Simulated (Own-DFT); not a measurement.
# Computed records: Hf7Si13 (HfSi2 crystal with substituted atoms, atoms displaced)

Computed with Own-DFT development build. A calculation, not a measurement: plane-wave density functional theory by an unreviewed code, no spin, of a simulated periodic cell, stress positive in tension, run twice, with PBE and with PBEsol, both on files made for PBE, so the change isn't that of files made for PBEsol, hafnium file: forces about 75 meV/angstrom off all-electron values; forces on such cells moved up to 12 meV/angstrom on a denser k mesh; the far tail of each file's local potential was reset to the Coulomb form; each entry is a single point on an unrelaxed cell, so the pressure reflects the starting lattice, taken from the Materials Project, from which strain is counted, and rises with the displacements; printed positions are rounded, which can move forces by about a meV/angstrom; the program, named Own-DFT, is a retired in-house code; no spin-orbit coupling; stress was not checked against mesh or cutoff.

```xyz
60
Lattice="-7.2972 7.0724 -1.7824 3.6486 7.0873 5.7379 3.6486 3.5213 -8.4115" Properties=species:S:1:pos:R:3:PBE_force_x:R:1:PBE_force_y:R:1:PBE_force_z:R:1:PBEsol_force_x:R:1:PBEsol_force_y:R:1:PBEsol_force_z:R:1 formula=Hf7Si13 functional=PBE,then_PBEsol potential_files=PseudoDojo_norm-conserving,scalar-relativistic,standard_set wave_cutoff=42 occupations=cold_(Marzari-Vanderbilt) smearing_width=0.2 k_mesh=4_x_4_x_4_centred_on_Gamma PBE_pressure=4.72 PBE_stress_xx=-4.72 PBE_stress_yy=-5.67 PBE_stress_zz=-3.75 PBE_stress_yz=0.67 PBE_stress_xz=-0.11 PBE_stress_xy=-0.12 PBEsol_pressure=1.37 PBEsol_stress_xx=-1.73 PBEsol_stress_yy=-2.24 PBEsol_stress_zz=-0.15 PBEsol_stress_yz=0.7 PBEsol_stress_xz=-0.1 PBEsol_stress_xy=-0.11 rms_change_of_force_components_from_PBE_to_PBEsol=0.028
Hf     0.8910    10.1840    -4.1446      0.333      1.032     -0.321      0.321      1.031      -0.28
Hf    -0.8882     3.9851     0.6171     -1.446     -0.948     -1.426     -1.367     -0.925     -1.371
Si     0.9020     7.9997    -5.8045      0.114     -0.172      0.314      0.133     -0.174      0.312
Si    -0.8295     6.2326     2.1565     -1.241      0.727      0.228     -1.204      0.675      0.233
Si     2.7207     8.6296    -2.9645      0.736      0.262     -0.606      0.725      0.236      -0.66
Si    -2.7722     5.5330    -0.5658      0.461     -0.171      0.055      0.454     -0.149      0.115
Hf     0.9369    13.7271    -5.0673     -0.281      0.323      0.448      -0.27      0.332      0.471
Hf    -0.8768     7.4543    -0.2979     -0.612      0.534     -0.206     -0.602      0.511     -0.234
Si     0.9184    11.5171    -6.6237      0.139     -0.262     -0.426      0.145     -0.254     -0.417
Si    -0.8807     9.7603     1.3666     -0.114     -0.076     -0.776     -0.119      -0.07     -0.752
Si     2.7563    12.2009    -3.8666      -0.29     -0.175      0.151      -0.28     -0.181      0.091
Si    -2.8263     9.0335    -1.5203      2.055      0.095       0.68      2.052      0.112      0.745
Hf    -2.7223    13.7491     2.4682      0.382      0.603     -0.171      0.377      0.602     -0.138
Hf    -0.9019    10.9946    -1.2308     -0.111     -0.384      0.911     -0.111     -0.381      0.851
Si    -2.7749    11.5293     0.8395      0.532     -0.279      0.218      0.528     -0.281      0.217
Si    -0.9236    13.2804     0.3838      0.335     -0.214      0.382      0.337     -0.216      0.375
Si    -0.9116    12.1680     3.6491      0.225      0.221     -0.311      0.229      0.197      -0.37
Si    -2.7263    12.5531    -2.3541     -0.396      0.447       -0.1     -0.397      0.456      -0.03
Hf     4.5432     6.6982    -3.2975      0.483     -1.136      1.903      0.474     -1.083      1.819
Hf    -4.5410     7.4666    -0.3337     -0.399     -0.329      0.289     -0.393     -0.338      0.256
Si    -2.7085    11.4531    -6.7061      -0.09      0.199      0.224     -0.088      0.206      0.212
Si    -4.5397     9.7410     1.2903      0.637     -0.765      0.269      0.592     -0.728      0.261
Si    -0.9511    12.1446    -3.8314      0.866      0.475     -0.494      0.867      0.442     -0.544
Si     0.9280     2.0140     0.2808     -0.351     -0.147      0.278     -0.344     -0.124      0.328
Hf     4.5362    10.2605    -4.1283      0.404      0.759      0.433        0.4      0.706      0.409
Hf    -4.5562    10.9902    -1.2037      0.952     -0.072     -0.697      0.895     -0.067     -0.664
Hf     4.5557     7.9507    -5.7245      0.523      0.257     -0.449      0.503      0.246      -0.44
Si     2.7600     6.1791     2.1603      0.435      0.996      0.077      0.392      0.961      0.079
Si    -0.8545    15.7170    -4.7375     -1.103     -0.262     -0.609     -1.095     -0.272     -0.667
Si     0.9425     5.4960    -0.5112     -0.366     -0.049     -0.182     -0.367     -0.038     -0.118
Hf     0.9192    10.2469     3.3623      0.243      0.064      0.206      0.232      0.071       0.23
Hf     2.7114     7.4506    -0.3121      0.618      0.383      0.131      0.608      0.367      0.096
Si     0.9117     7.9691     1.7363      0.189      0.219      0.093      0.196      0.212      0.088
Si     2.7569     9.7286     1.2971      -0.04       0.06      0.064     -0.041      0.059      0.064
Si     2.7202     8.6300     4.5145      0.624      0.168     -0.014       0.62      0.147     -0.076
Si     0.9236     9.0404    -1.5001     -0.102      0.192      0.502       -0.1      0.206      0.557
Hf    -2.6953     6.6490    -3.2992     -0.649      0.833      0.359     -0.643      0.833      0.391
Hf     2.7639    11.0402    -1.1542     -0.283     -0.681     -0.243     -0.276     -0.685     -0.275
Si     0.9255    11.5123     0.8658      0.012     -0.029     -0.145       0.02     -0.021     -0.144
Si    -0.8935     6.2433    -5.2780     -0.068     -0.282     -0.511     -0.072      -0.28     -0.494
Si    -0.9428     5.1295    -2.0677      1.043     -0.153     -0.032      1.036      -0.16     -0.085
Si     0.9315    12.5746    -2.3340     -0.187      0.068     -0.247      -0.19      0.081     -0.185
Hf    -2.7156    10.2233    -4.1745     -0.143      0.307     -0.111     -0.142       0.31     -0.067
Hf    -0.9323     7.4759    -7.7901      0.415     -0.574     -0.204      0.411     -0.572     -0.236
Si    -2.7465     8.0060    -5.7829      0.088     -0.394       0.16      0.093     -0.394      0.155
Si    -0.8698     9.7648    -6.2624     -0.185     -0.239      0.311     -0.191     -0.247      0.308
Si    -0.9005     8.6729    -2.9543     -0.465     -0.433     -0.107     -0.465     -0.437     -0.165
Si    -2.7124     8.9997    -9.0256     -0.166      0.272      0.551     -0.157      0.287      0.614
Hf     0.9317     3.1084    -2.3686     -0.312      0.913     -0.319     -0.304      0.903     -0.283
Hf    -0.9299    14.5048    -2.0180      0.379      0.338      -1.01       0.38      0.325     -1.022
Si     4.6165     7.9723     1.7521     -0.577     -0.084      0.133     -0.573     -0.082      0.131
Si    -4.5395     9.7442    -6.2325     -0.154     -0.096       0.15     -0.158     -0.097      0.149
Si    -4.4966     8.7104    -3.0003     -1.277     -1.154      -0.53     -1.286     -1.151       -0.6
Si     4.5706     9.0484    -1.4897       -0.1     -0.218      0.308       -0.1     -0.194       0.36
Hf     0.9317     6.7308    -3.3141     -0.399     -0.515      0.409     -0.397     -0.492      0.439
Hf     2.7265     3.8976    -6.9147      0.712     -0.476     -0.197        0.7      -0.48     -0.224
Si     0.9176     4.4133    -4.9114      0.132      0.265      0.494      0.131      0.268      0.475
Si     2.7972     6.1649    -5.3477     -1.235     -0.834      0.249     -1.197     -0.786       0.24
Si     2.7355     5.1256    -2.0812     -0.245     -0.148      -0.25     -0.241     -0.159     -0.306
Si     0.9736     5.4440    -8.0640     -0.684      0.742     -0.288     -0.684      0.734     -0.221
```

Units: wave_cutoff in hartree; smearing_width in eV; PBE_pressure, PBE_stress_xx, PBE_stress_yy, PBE_stress_zz, PBE_stress_yz, PBE_stress_xz, PBE_stress_xy, PBEsol_pressure, PBEsol_stress_xx, PBEsol_stress_yy, PBEsol_stress_zz, PBEsol_stress_yz, PBEsol_stress_xz, PBEsol_stress_xy in GPa; rms_change_of_force_components_from_PBE_to_PBEsol, PBE_force_x, PBE_force_y, PBE_force_z, PBEsol_force_x, PBEsol_force_y, PBEsol_force_z in eV/Å.
